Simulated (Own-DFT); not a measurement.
# Computed records: GaP (zincblende, strained, atoms displaced), GaN (wurtzite, strained, atoms displaced)

A calculation, not a measurement: plane-wave PBE density functional theory by an unreviewed code, no spin, of a simulated periodic cell, stress positive in tension, free energy of the whole cell less one offset for each atom, forces on such cells passed a denser k mesh, this cell's mesh not checked; offsets are fitted by least squares, one for each functional and potential file, so energies compare only between cells with the same atoms and settings and are not formation energies; the far tail of each file's local potential was reset to the Coulomb form; each entry is a single point on an unrelaxed cell, so the pressure reflects the starting lattice, mostly measured values (interpolated for alloys), from which strain is counted, and rises with the displacements; printed positions are rounded, which can move forces by about a meV/angstrom; the program, named Own-DFT, is a retired in-house code; no spin-orbit coupling. Program: Own-DFT development build.

Common to all runs: functional PBE.

(1) GaP (zincblende, strained, atoms displaced)

```
CELL_PARAMETERS angstrom
10.86200 0.00000 0.00000
0.00000 10.86200 0.00000
0.00000 0.00000 10.94390
ATOMIC_POSITIONS crystal
Ga 0.99936 0.99914 0.99415
Ga 0.00049 0.24593 0.25061
Ga 0.25284 0.99866 0.24512
Ga 0.24776 0.25012 0.99849
P 0.12651 0.12556 0.12517
P 0.13293 0.37366 0.37844
P 0.37154 0.13011 0.37425
P 0.37732 0.37388 0.12502
Ga 0.99973 0.99977 0.50066
Ga 0.00140 0.25023 0.74777
Ga 0.25217 0.00263 0.74964
Ga 0.25187 0.25174 0.49418
P 0.12451 0.12779 0.62077
P 0.12463 0.37665 0.87608
P 0.37779 0.12962 0.87419
P 0.37562 0.37195 0.62405
Ga 0.00030 0.50237 0.99753
Ga 0.99615 0.75665 0.25035
Ga 0.24725 0.50154 0.24954
Ga 0.24880 0.74737 0.00135
P 0.12466 0.62268 0.12338
P 0.12660 0.87851 0.37630
P 0.36974 0.62316 0.37676
P 0.37359 0.87215 0.12717
Ga 0.00146 0.49952 0.50410
Ga 0.99797 0.74500 0.74435
Ga 0.24870 0.49899 0.75614
Ga 0.24895 0.74885 0.50009
P 0.12983 0.62122 0.62265
P 0.12646 0.87723 0.87134
P 0.36806 0.62114 0.87218
P 0.37454 0.87184 0.62603
Ga 0.49986 0.99863 0.99497
Ga 0.50061 0.25685 0.24993
Ga 0.75620 0.00444 0.24909
Ga 0.74931 0.24811 0.00323
P 0.62614 0.12192 0.12366
P 0.62267 0.37765 0.37785
P 0.87549 0.12285 0.37465
P 0.87524 0.37638 0.12157
Ga 0.50363 0.00317 0.49801
Ga 0.50264 0.25121 0.75017
Ga 0.75028 0.00067 0.75383
Ga 0.75338 0.25357 0.50240
P 0.63018 0.12525 0.62399
P 0.62112 0.37258 0.87495
P 0.87528 0.12462 0.86980
P 0.87469 0.37093 0.62565
Ga 0.49830 0.49929 0.00154
Ga 0.49930 0.74733 0.24679
Ga 0.75097 0.49965 0.25315
Ga 0.74703 0.75192 0.99780
P 0.62573 0.62459 0.13251
P 0.62993 0.87615 0.37576
P 0.87338 0.62257 0.37231
P 0.87378 0.87813 0.12856
Ga 0.50256 0.50017 0.50177
Ga 0.50168 0.75145 0.74277
Ga 0.75274 0.50005 0.74861
Ga 0.75282 0.75122 0.50691
P 0.62328 0.62251 0.62555
P 0.62616 0.87595 0.87300
P 0.87403 0.62123 0.87847
P 0.87799 0.87803 0.62946
```

- potential files: PseudoDojo norm-conserving, scalar-relativistic, standard set
- wave cutoff: 42 hartree
- occupations: Fermi-Dirac
- smearing width: 0.1 eV
- hardware: one NVIDIA H100
- k mesh: 3 x 3 x 3 centred on Gamma
- free energy of cell above offsets: -34.987 eV
- pressure: 3.16 GPa
- stress xx: -3.35 GPa
- stress yy: -3.37 GPa
- stress zz: -2.75 GPa
- stress yz: -0.12 GPa
- stress xz: -0.34 GPa
- stress xy: 0.17 GPa
- wall time: 507.6 s

Force:
```csv
element,x (eV/Å),y (eV/Å),z (eV/Å)
Ga,0.108,0.103,0.435
Ga,0.182,0.659,0.074
Ga,-0.208,0.382,0.558
Ga,0.328,0.066,0.267
P,-0.26,-0.338,-0.423
P,-1.441,0.432,-0.731
P,0.836,-0.766,-0.45
P,-0.692,0.305,-0.098
Ga,0.118,0.085,-0.02
Ga,0.178,-0.106,0.206
Ga,-0.047,0.122,-0.167
Ga,0.096,-0.245,0.987
P,0.373,-0.122,0.2
P,-0.336,-0.395,-0.111
P,-0.303,-0.399,-0.016
P,-0.088,0.356,0.282
Ga,0.082,-0.366,0.394
Ga,0.542,-0.673,0.165
Ga,0.324,-0.361,-0.097
Ga,-0.092,0.274,-0.357
P,-0.462,0.539,0.385
P,-0.069,-0.273,-0.183
P,0.746,0.175,-0.192
P,0.435,0.078,-0.745
Ga,-0.084,-0.222,-0.639
Ga,0.487,0.05,0.586
Ga,0.057,-0.538,-1.05
Ga,0.061,0.259,-0.114
P,-0.442,0.168,0.489
P,-0.144,-0.633,0.116
P,1.315,0.892,0.526
P,0.039,0.769,-0.549
Ga,-0.233,0.041,0.526
Ga,0.147,-0.821,0.042
Ga,-0.859,-0.303,0.178
Ga,0.048,0.082,-0.564
P,-0.373,0.225,0.348
P,0.621,-0.289,-0.138
P,0.096,0.589,0.429
P,0.118,-0.19,0.546
Ga,-0.373,-0.181,-0.022
Ga,-0.056,-0.202,-0.501
Ga,-0.005,0.036,-0.518
Ga,-0.406,-0.475,-0.642
P,-0.328,0.033,0.242
P,0.773,0.496,0.228
P,0.055,0.426,0.695
P,0.369,0.78,0.125
Ga,0.138,0.307,-0.155
Ga,-0.059,0.31,1.041
Ga,-0.074,-0.413,-0.277
Ga,0.191,-0.238,0.662
P,0.036,-0.142,-1.169
P,-0.267,-0.168,-0.247
P,0.536,0.484,0.816
P,0.109,-0.146,-1.097
Ga,-0.804,0.016,-0.075
Ga,-0.299,-0.414,0.89
Ga,-0.484,-0.379,0.346
Ga,-0.083,-0.096,-0.511
P,0.601,0.229,0.02
P,-0.372,-0.358,-0.113
P,-0.101,0.702,-0.582
P,-0.304,-0.223,-0.251
```

(2) GaN (wurtzite, strained, atoms displaced)

```
CELL_PARAMETERS angstrom
12.75600 0.00000 0.00000
-4.78350 8.28530 0.00000
0.00000 0.00000 10.62920
ATOMIC_POSITIONS crystal
Ga 0.08331 0.22517 0.00691
Ga 0.16481 0.11005 0.25004
N 0.09223 0.22761 0.18175
N 0.17376 0.11316 0.44012
Ga 0.07816 0.21649 0.49406
Ga 0.15889 0.10998 0.74477
N 0.08090 0.22455 0.68703
N 0.17078 0.11389 0.93310
Ga 0.07300 0.54913 0.99537
Ga 0.17777 0.45446 0.25177
N 0.08669 0.56721 0.19659
N 0.16012 0.43796 0.43726
Ga 0.08036 0.55713 0.50076
Ga 0.16380 0.44749 0.75461
N 0.07438 0.55380 0.69231
N 0.17055 0.45073 0.93790
Ga 0.08375 0.88854 0.99908
Ga 0.16884 0.77796 0.24981
N 0.08346 0.87417 0.18285
N 0.16995 0.78508 0.43292
Ga 0.08498 0.88354 0.50295
Ga 0.16637 0.78106 0.75049
N 0.09235 0.88715 0.68491
N 0.16802 0.77915 0.92839
Ga 0.33482 0.22653 0.99941
Ga 0.41175 0.11143 0.24122
N 0.33067 0.21373 0.18351
N 0.42079 0.11757 0.43521
Ga 0.33587 0.22342 0.49599
Ga 0.41646 0.11413 0.75487
N 0.33652 0.22528 0.69196
N 0.41173 0.11372 0.93736
Ga 0.33491 0.55726 0.99256
Ga 0.41839 0.44470 0.25541
N 0.32825 0.55840 0.19401
N 0.41490 0.44262 0.44558
Ga 0.33609 0.56105 0.50601
Ga 0.41982 0.45506 0.75429
N 0.33279 0.56405 0.68709
N 0.41676 0.45482 0.94554
Ga 0.33768 0.88960 0.00300
Ga 0.41372 0.77273 0.24412
N 0.33547 0.88680 0.18420
N 0.41168 0.76994 0.44406
Ga 0.32477 0.89236 0.50477
Ga 0.41446 0.78562 0.74770
N 0.33109 0.88624 0.69381
N 0.41071 0.77852 0.94136
Ga 0.58588 0.21614 0.99858
Ga 0.66098 0.11238 0.24770
N 0.58753 0.22179 0.18818
N 0.66728 0.11161 0.43816
Ga 0.58314 0.22232 0.49977
Ga 0.65859 0.10023 0.74940
N 0.58096 0.22186 0.68950
N 0.67316 0.11909 0.93217
Ga 0.58239 0.55530 0.99889
Ga 0.67273 0.45658 0.24728
N 0.57068 0.54232 0.19572
N 0.66768 0.44398 0.44094
Ga 0.57969 0.55032 0.49784
Ga 0.66452 0.44625 0.75486
N 0.58709 0.55366 0.69210
N 0.66319 0.44604 0.93963
Ga 0.58041 0.88144 0.00787
Ga 0.66231 0.78690 0.24561
N 0.58120 0.88703 0.18679
N 0.66777 0.77699 0.43631
Ga 0.58427 0.88303 0.50470
Ga 0.66394 0.77764 0.74449
N 0.57501 0.88023 0.69055
N 0.66497 0.78027 0.93978
Ga 0.82553 0.21063 0.00871
Ga 0.90915 0.11082 0.25522
N 0.84148 0.23452 0.18980
N 0.92054 0.11316 0.44300
Ga 0.83387 0.22069 0.50543
Ga 0.90738 0.11774 0.75094
N 0.83619 0.21901 0.68676
N 0.91235 0.10718 0.93370
Ga 0.82803 0.56302 0.99570
Ga 0.92458 0.45366 0.25169
N 0.83814 0.56348 0.19661
N 0.91151 0.44044 0.43577
Ga 0.83434 0.55390 0.50190
Ga 0.91679 0.44608 0.75058
N 0.83086 0.55514 0.68569
N 0.91350 0.43728 0.93804
Ga 0.83149 0.88406 0.99444
Ga 0.91706 0.77873 0.26347
N 0.83652 0.89660 0.18500
N 0.91722 0.78246 0.44380
Ga 0.83604 0.88784 0.50385
Ga 0.91632 0.78350 0.74675
N 0.83133 0.89012 0.68751
N 0.91119 0.76985 0.93778
```

- potential files: PseudoDojo norm-conserving, scalar-relativistic, standard set with the stringent files for Ga
- wave cutoff: 96 hartree
- occupations: Gaussian
- smearing width: 0.01 eV
- k mesh: 3 x 4 x 3 centred on Gamma
- free energy of cell above offsets: -5.539 eV
- pressure: 2.52 GPa
- stress xx: -6.46 GPa
- stress yy: -3.92 GPa
- stress zz: 2.82 GPa
- stress yz: 0.34 GPa
- stress xz: -0.57 GPa
- stress xy: 0.73 GPa

Force:
```csv
element,x (eV/Å),y (eV/Å),z (eV/Å)
Ga,0.248,-0.405,-1.972
Ga,0.457,-0.781,-0.11
N,-1.234,-0.122,1.855
N,-1.429,-0.829,-0.662
Ga,1.89,1.194,1.33
Ga,1.301,0.699,0.538
N,-0.492,-0.155,-0.237
N,-1.115,-0.292,0.363
Ga,1.418,1.442,0.866
Ga,-3.068,-1.771,0.818
N,0.962,-1.947,-1.659
N,0.521,0.977,0.286
Ga,0.456,-0.512,-0.055
Ga,0.268,-0.301,-0.746
N,1.654,0.778,-1.119
N,-0.888,-0.727,0.24
Ga,0.326,0.065,-0.286
Ga,0.432,0.914,0.01
N,-1.594,1.722,0.714
N,-0.461,-1.242,0.517
Ga,-0.458,1.128,-0.373
Ga,0.859,-1.053,0.503
N,-2.741,0.629,-0.189
N,-0.208,-0.346,1.824
Ga,-0.632,-0.106,-0.103
Ga,1.689,-0.386,1.159
N,-0.922,1.427,0.285
N,-0.292,-0.978,-0.363
Ga,0.209,-0.06,1.552
Ga,-0.439,-0.153,-0.422
N,-0.809,0.363,-0.511
N,1.734,-0.152,0.533
Ga,-1.539,0.502,1.622
Ga,-2.245,-1.261,0.456
N,3.231,0.038,-1.869
N,-0.254,0.531,-1.005
Ga,-0.889,-1.536,-0.376
Ga,-0.333,-1.022,-0.467
N,0.226,-0.64,1.02
N,1.304,-1.112,-1.195
Ga,-2.089,0.304,-0.545
Ga,-0.232,0.823,1.846
N,-0.28,0.44,0.48
N,-0.01,1.979,-1.052
Ga,2.265,0.424,-0.116
Ga,0.115,-1.326,1.039
N,-0.689,1.2,-1.17
N,1.969,0.233,-0.858
Ga,-1.223,0.62,0.249
Ga,1.681,0.049,1.331
N,-1.57,0.874,-0.91
N,0.229,-0.637,0.048
Ga,0.213,-0.003,0.226
Ga,0.436,1.402,-0.261
N,0.56,-0.125,0.009
N,-0.938,-1.851,0.526
Ga,-0.436,0.249,0.921
Ga,-0.119,-1.273,0.962
N,2.161,2.489,-1.647
N,-0.202,0.313,-0.616
Ga,0.832,0.408,0.488
Ga,1.057,-0.675,-0.473
N,-1.436,0.698,-0.73
N,0.258,-0.587,0.082
Ga,-0.573,0.755,-1.693
Ga,2.283,-1.489,1.054
N,-0.862,0.871,0.049
N,0.046,0.013,0.053
Ga,-1.06,0.45,-0.911
Ga,0.409,-0.326,0.969
N,1.001,0.748,-0.442
N,0.107,-0.579,-0.481
Ga,1.354,1.308,-0.714
Ga,1.459,0.554,-0.254
N,-1.056,-1.14,0.064
N,-1.638,-1.245,-1.13
Ga,-0.33,0.109,-0.776
Ga,3.504,-1.345,0.855
N,-3.377,1.231,-0.592
N,0.312,0.315,0.837
Ga,1.563,-1.92,1.358
Ga,-0.67,-0.261,0.185
N,-0.455,-0.261,-1.299
N,0.66,0.429,0.564
Ga,-0.623,-0.123,-0.016
Ga,-1.282,-0.72,0.528
N,0.161,0.203,0.649
N,-1.401,-0.099,0.031
Ga,0.03,0.909,0.699
Ga,0.135,0.723,-1.694
N,-0.328,-1.008,0.372
N,0.904,-0.568,0.055
Ga,-1.1,0.367,-0.165
Ga,0.759,-0.69,0.217
N,-0.082,0.291,0.138
N,0.458,1.955,-1.114
```

(3) GaN (wurtzite, strained, atoms displaced)

```
CELL_PARAMETERS angstrom
12.75600 0.00000 0.00000
-4.78350 8.28530 0.00000
0.00000 0.00000 10.65520
ATOMIC_POSITIONS crystal
Ga 0.08733 0.22163 0.00044
Ga 0.17586 0.12673 0.26171
N 0.08173 0.21877 0.18522
N 0.17060 0.11735 0.44383
Ga 0.08104 0.22242 0.49990
Ga 0.16363 0.10241 0.74661
N 0.08129 0.21866 0.68836
N 0.16866 0.11126 0.93465
Ga 0.07948 0.55181 0.99814
Ga 0.16891 0.44852 0.25322
N 0.07714 0.54754 0.19125
N 0.16242 0.43867 0.44126
Ga 0.08360 0.56158 0.50134
Ga 0.16067 0.45057 0.74750
N 0.07792 0.55148 0.69030
N 0.16908 0.44210 0.93842
Ga 0.08211 0.89626 0.99916
Ga 0.17184 0.79121 0.24686
N 0.08469 0.88820 0.18298
N 0.15408 0.76585 0.43373
Ga 0.07940 0.89320 0.50267
Ga 0.16285 0.78101 0.75249
N 0.08010 0.89397 0.69078
N 0.16981 0.77944 0.94010
Ga 0.33105 0.22288 0.00627
Ga 0.41909 0.10813 0.24416
N 0.32967 0.21203 0.19087
N 0.41773 0.11137 0.44088
Ga 0.33297 0.22900 0.49672
Ga 0.42310 0.11770 0.75422
N 0.33101 0.21672 0.68891
N 0.41176 0.10854 0.93546
Ga 0.33365 0.55060 0.00505
Ga 0.42116 0.44220 0.24940
N 0.33869 0.56647 0.18932
N 0.41444 0.45167 0.44254
Ga 0.32740 0.55092 0.49550
Ga 0.42239 0.44802 0.75046
N 0.33448 0.56266 0.69481
N 0.41540 0.44650 0.93529
Ga 0.33526 0.88577 0.00084
Ga 0.41613 0.78943 0.25253
N 0.33176 0.88939 0.18404
N 0.41149 0.76552 0.44059
Ga 0.33115 0.87898 0.50108
Ga 0.42522 0.78532 0.74279
N 0.33580 0.88657 0.69095
N 0.42488 0.78678 0.94840
Ga 0.58242 0.22471 0.99997
Ga 0.66066 0.10484 0.24649
N 0.58488 0.23157 0.18258
N 0.66409 0.10292 0.42740
Ga 0.58467 0.21829 0.49981
Ga 0.66376 0.12029 0.75473
N 0.58563 0.22541 0.68216
N 0.66678 0.11805 0.93628
Ga 0.58210 0.56010 0.00829
Ga 0.67146 0.44428 0.24900
N 0.59407 0.55777 0.19326
N 0.66712 0.45104 0.44016
Ga 0.57787 0.55609 0.49272
Ga 0.67401 0.43972 0.75485
N 0.58370 0.55945 0.69504
N 0.66956 0.45552 0.94129
Ga 0.58823 0.89824 0.00834
Ga 0.66640 0.78327 0.25137
N 0.58619 0.88248 0.19532
N 0.66476 0.78094 0.44948
Ga 0.58669 0.89497 0.49860
Ga 0.67074 0.77479 0.74856
N 0.58044 0.88293 0.68933
N 0.66715 0.76714 0.93655
Ga 0.82962 0.22295 0.99677
Ga 0.91128 0.10624 0.25381
N 0.84706 0.23404 0.18802
N 0.92424 0.11904 0.43719
Ga 0.83395 0.22105 0.49868
Ga 0.91887 0.11910 0.74820
N 0.84337 0.22012 0.68711
N 0.90967 0.10386 0.93435
Ga 0.83290 0.55351 0.00386
Ga 0.91533 0.45169 0.25003
N 0.83940 0.55213 0.19624
N 0.91686 0.43771 0.43872
Ga 0.83431 0.56522 0.49522
Ga 0.92050 0.44408 0.74993
N 0.83209 0.55852 0.69093
N 0.90715 0.43868 0.93742
Ga 0.83558 0.89448 0.00011
Ga 0.90989 0.77535 0.24947
N 0.83684 0.88739 0.18918
N 0.90978 0.77689 0.42804
Ga 0.83248 0.89029 0.49917
Ga 0.91019 0.77121 0.75402
N 0.83231 0.88203 0.69055
N 0.91218 0.78141 0.93970
```

* potential files: PseudoDojo norm-conserving, scalar-relativistic, standard set with the stringent files for Ga
* wave cutoff: 96 hartree
* occupations: Gaussian
* smearing width: 0.01 eV
* k mesh: 3 x 4 x 3 centred on Gamma
* free energy of cell above offsets: -5.024 eV
* pressure: 1.97 GPa
* stress xx: -5.43 GPa
* stress yy: -4.74 GPa
* stress zz: 4.28 GPa
* stress yz: 0.86 GPa
* stress xz: -0.31 GPa
* stress xy: 0.62 GPa

Force:
```csv
element,x (eV/Å),y (eV/Å),z (eV/Å)
Ga,-0.968,-0.226,-0.124
Ga,-1.784,-1.939,-1.175
N,0.549,0.423,0.868
N,-0.664,-0.698,-0.49
Ga,0.679,0.274,1.183
Ga,-0.06,2.479,0.901
N,0.4,0.734,-0.336
N,-0.209,0.177,-0.019
Ga,0.414,0.031,0.822
Ga,-0.563,-0.519,-0.533
N,1.061,1.645,-0.739
N,-0.148,0.885,-0.466
Ga,-0.119,-1.92,0.089
Ga,2.682,-0.91,0.788
N,0.039,1.829,-0.847
N,-0.99,0.3,-0.234
Ga,0.522,-0.89,0.311
Ga,-1.049,-2.143,0.179
N,-0.922,0.817,0.889
N,0.677,2.536,0.242
Ga,0.361,-0.613,-0.401
Ga,1.065,0.023,0.195
N,0.174,-2.199,-0.968
N,-0.923,-0.399,-0.381
Ga,0.196,0.025,-1.217
Ga,-0.274,0.503,1.305
N,0.85,1.673,-0.249
N,-0.155,-0.439,-0.934
Ga,1.399,-0.439,1.59
Ga,-1.201,-0.873,-0.832
N,0.37,0.767,-0.447
N,0.697,0.645,0.926
Ga,-0.432,1.307,-0.651
Ga,-0.573,0.674,0.225
N,0.377,-1.057,0.442
N,0.667,-1.148,-1.515
Ga,-0.286,0.028,1.918
Ga,-1.363,-0.531,-0.043
N,-0.156,-1.078,-1.038
N,0.731,-0.6,1.304
Ga,-0.305,0.133,-0.78
Ga,0.833,-1.488,0.301
N,0.691,0.571,0.37
N,0.057,1.939,-0.923
Ga,-0.826,0.761,0.438
Ga,-1.448,-1.364,1.891
N,-1.058,0.558,-0.474
N,-0.059,-0.891,-0.864
Ga,-0.644,0.574,-0.491
Ga,1.232,1.588,-0.3
N,0.516,-1.528,0.352
N,-0.067,1.326,1.015
Ga,-0.376,0.729,-0.635
Ga,1.9,-1.549,-0.873
N,0.097,-0.005,0.623
N,-0.236,-0.485,0.477
Ga,0.115,-0.593,-0.848
Ga,0.222,0.301,1.094
N,-1.631,0.137,-0.149
N,0.139,-1.042,-0.605
Ga,0.942,0.246,1.944
Ga,-2.091,1.137,-0.054
N,1.18,-1.285,-1.443
N,0.06,-1.476,-0.025
Ga,0.591,-1.279,-1.204
Ga,2.146,-1.133,1.195
N,-2.035,1.372,-1.131
N,0.51,-0.089,-1.846
Ga,-0.887,-1.195,1.164
Ga,-0.981,0.365,0.713
N,1.741,2.349,-0.773
N,-0.881,2.109,0.652
Ga,1.348,-0.306,1.012
Ga,1.094,0.904,-0.56
N,-2.121,-1.639,-0.568
N,-1.343,-1.669,-0.158
Ga,0.007,0.014,0.147
Ga,1.644,-2.416,1.05
N,-3.62,0.988,-0.792
N,0.408,1.684,0.164
Ga,-0.304,0.949,0.178
Ga,2.831,-1.653,1.509
N,-2.964,1.318,-1.863
N,-1.104,1.072,0.13
Ga,0.582,-1.418,0.88
Ga,-1.724,-0.435,0.168
N,1.392,-0.685,-1.027
N,1.151,0.87,-0.554
Ga,-0.739,-0.933,0.209
Ga,2.118,0.296,-0.583
N,-1.793,0.389,-0.398
N,0.784,0.98,1.403
Ga,0.077,0.261,0.837
Ga,0.266,0.892,0.433
N,0.047,1.358,-1.031
N,1.446,-0.768,0.063
```
